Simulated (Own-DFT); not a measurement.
# Point defects and the pressure they add: zincblende GaP

No measurement is shown. These are fixed-geometry runs of a retired plane-wave code named Own-DFT, which no person has reviewed; spin and spin-orbit coupling are neglected.

Common settings: PBE; PseudoDojo norm-conserving scalar-relativistic files; cutoff 42 hartree; 3 x 3 x 3 k mesh centred on Gamma; Fermi-Dirac smearing of 0.1 eV.

Limits (not all hold for every row): not probed for a lower state with spin; forces on such cells failed a check on a denser k mesh; forces on such cells passed a denser k mesh, each cell not checked; stress not checked against mesh or cutoff.

All runs share one cell, with vectors in Å (10.901, 0.000, 0.000); (0.000, 10.901, 0.000); (0.000, 0.000, 10.901) and a volume of 1295.4 Å³. The atoms are randomly displaced, by u rms on each axis. The defect's site can differ from row to row.

```
cell,formula,u (Å),P (GPa)
no defect,Ga32P32,0.0178,2.69
no defect,Ga32P32,0.0193,2.71
no defect,Ga32P32,0.0488,3.24
one P on a Ga site,Ga31P33,0.0304,2.95
one P on a Ga site,Ga31P33,0.0497,3.27
one P on a Ga site,Ga31P33,0.0508,3.36
one Al on a Ga site,AlGa31P32,0.0278,2.82
one Al on a Ga site,AlGa31P32,0.0291,2.84
one Al on a Ga site,AlGa31P32,0.0495,?
one Al on a Ga site,AlGa31P32,0.0574,3.39
one As on a P site,AsGa32P31,0.0303,3.17
one As on a P site,AsGa32P31,0.0322,3.25
one As on a P site,AsGa32P31,0.0506,3.61
one In on a Ga site,Ga31InP32,0.0307,3.66
one In on a Ga site,Ga31InP32,0.0485,4.05
one In on a Ga site,Ga31InP32,0.0520,4.07
```

## Worked fit

P = P0 + c u² + a shift for each defect gives P0 = 2.63 GPa, c = 241 ± 9 GPa/Å² and a scatter of 0.03 GPa. The shifts, and each times the cell's volume:

- one In on a Ga site: 0.81 ± 0.03 GPa, 6.6 eV
- one As on a P site: 0.34 ± 0.02 GPa, 2.8 eV
- one P on a Ga site: 0.08 ± 0.03 GPa, 0.6 eV
- one Al on a Ga site: -0.01 ± 0.03 GPa, -0.1 eV (not resolved)

Positive is outwards. The product with the volume (160.2 GPa Å³ to the eV) is nearly free of the cell's size; divided by the bulk modulus at the cell's pressure it gives the volume that the defect adds. The atoms around the defects weren't relaxed, which would change these numbers.

## Test on the hidden row

Asked: what pressure belongs in the blank (one Al on a Ga site, u = 0.0495 Å)?

Estimate: 3.21 ± 0.04 GPa. The hidden result is 3.22 GPa.
